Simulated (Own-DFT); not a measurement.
# A pressure from energies alone: monoclinic HfO2, 94 atoms (Hf32O62), with two O vacancies

All values are computed. Each geometry was run twice at fixed positions with Own-DFT, a retired in-house plane-wave program that no person has reviewed: with PBE, and with HSE06 (exact exchange share 0.25 at short range, screening 0.11 per bohr, Gygi-Baldereschi treatment of its divergence). Both used PseudoDojo norm-conserving files made for PBE, a cutoff of 48 hartree, the Gamma point alone, fixed occupations, a neutral cell and no spin. The unstrained cell is 10.1 Å across at its thinnest, so Gamma alone is coarse and defects feel their images. The hafnium file keeps the 4f electrons in the core, and its forces lie about 75 meV/Å off all-electron values. The oxygen file's force components were 24 meV/Å off all-electron values in a glass.

Unstrained cell vectors in Å: (10.234, 0.000, 0.000); (0.000, 10.350, 0.000); (-1.696, 0.000, 10.445), volume V0 = 1106.4 Å³, from measured lattice constants. Each geometry has its own random strain of a few per cent, its own defect sites and random moves of rms u per axis. HSE06 gave the energy alone. D is its energy less that of PBE, over the lowest D shown. The PBE stress wasn't checked against mesh or cutoff.

```
run  V - V0 (Å³)   u (Å)  P with PBE (GPa)  D (eV)
  1        -19.3  0.0516              9.05   0.510
  2         10.7  0.0302              2.45   0.951
  3         -0.8  0.0292              2.98   0.783
  4         22.0  0.0477              0.48   1.433
  5        -22.5  0.0299             10.06   0.132
  6         -8.1  0.0485              6.80   0.586
  7          5.1  0.0307              3.20   0.887
  8        -20.6  0.0290              9.31   0.252
  9        -23.7  0.0303              8.71   0.238
 10        -12.9  0.0517              8.03   0.840
 11          5.7  0.0486              4.21   1.122
 12        -33.8  0.0461             14.61   0.000
 13         16.4  0.0271              0.35       ?
```

## Working it out

D = 0.62 + 0.0244 (V - V0) + 134 u² eV, with an error of 0.0017 on the volume slope, 35 on the last term and a scatter of 0.09 eV. Pressure is -dE/dV, and 1 eV/Å³ is 160.2 GPa, so HSE06 changes the pressure by -3.9 ± 0.3 GPa. With the ions held to the strained lattice, the PBE pressure falls by 259 ± 19 GPa per unit of volume strain; the shape of the strain isn't fitted, so the true error is larger, and a relaxed crystal would be softer. On that slope HSE06's volume at a given pressure is about 1.5 % smaller, or 0.5 % in lengths. At u = 0 and V0 the PBE pressure is 3.5 GPa, which puts the zero-pressure volume, against the measured cell and with the defects in, at +1.4 % for PBE and -0.1 % for HSE06, each good to a few tenths of a per cent.

## Check

The question: what D should run 13 give?

From the fit: 1.12 eV, with rows scattering by 0.09. The run itself gave 1.128 eV.
